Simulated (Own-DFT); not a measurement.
# Point defects and the pressure they add: L1_0 TiAl

Everything here is calculated. The program is Own-DFT (plane waves, in-house, since retired, never reviewed by a person); positions were held fixed, and spin and spin-orbit coupling were off.

Settings: PBE; PseudoDojo norm-conserving scalar-relativistic files; cutoff 42 hartree; 4 x 4 x 4 k mesh centred on Gamma; cold (Marzari-Vanderbilt) smearing of 0.2 eV.

Caveats: forces on such cells failed a check on a denser k mesh; stress not checked against mesh or cutoff.

All runs share one cell, with vectors in Å (5.622, 5.622, 0.000); (-5.622, 5.622, 0.000); (0.000, 0.000, 8.133) and a volume of 514.0 Å³. u is the rms random offset of the atoms per axis. The defect's site can differ from row to row.

```
            cell   formula   u (Å)  P (GPa)
       no defect  Al16Ti16  0.0191     1.17
       no defect  Al16Ti16  0.0193     1.17
       no defect  Al16Ti16  0.0474     1.76
two Al vacancies  Al14Ti16  0.0294    -0.57
two Al vacancies  Al14Ti16  0.0520    -0.18
two Al vacancies  Al14Ti16  0.0591     0.26
  one Ti vacancy  Al16Ti15  0.0244     0.42
  one Ti vacancy  Al16Ti15  0.0271        ?
  one Ti vacancy  Al16Ti15  0.0286     0.48
  one Ti vacancy  Al16Ti15  0.0309     0.43
```

## Working it out

P = P0 + c u² + a shift for each defect gives P0 = 1.07 GPa, c = 301 ± 31 GPa/Å² and a scatter of 0.08 GPa. The shifts, and each times the cell's volume:

- one Ti vacancy: -0.86 ± 0.06 GPa, -2.8 eV
- two Al vacancies: -1.94 ± 0.08 GPa, -6.2 eV (-3.1 eV for each of its 2 sites)

Against the defect-free cell, a freed cell would be larger where the shift is positive and smaller where it is negative (160.2 GPa Å³ is 1 eV). The atoms around the defects weren't relaxed, which would change these numbers.

## The run left out

Q: what pressure belongs in the blank (one Ti vacancy, u = 0.0271 Å)?

Estimate: 0.43 ± 0.09 GPa. DFT gave 0.55 GPa.
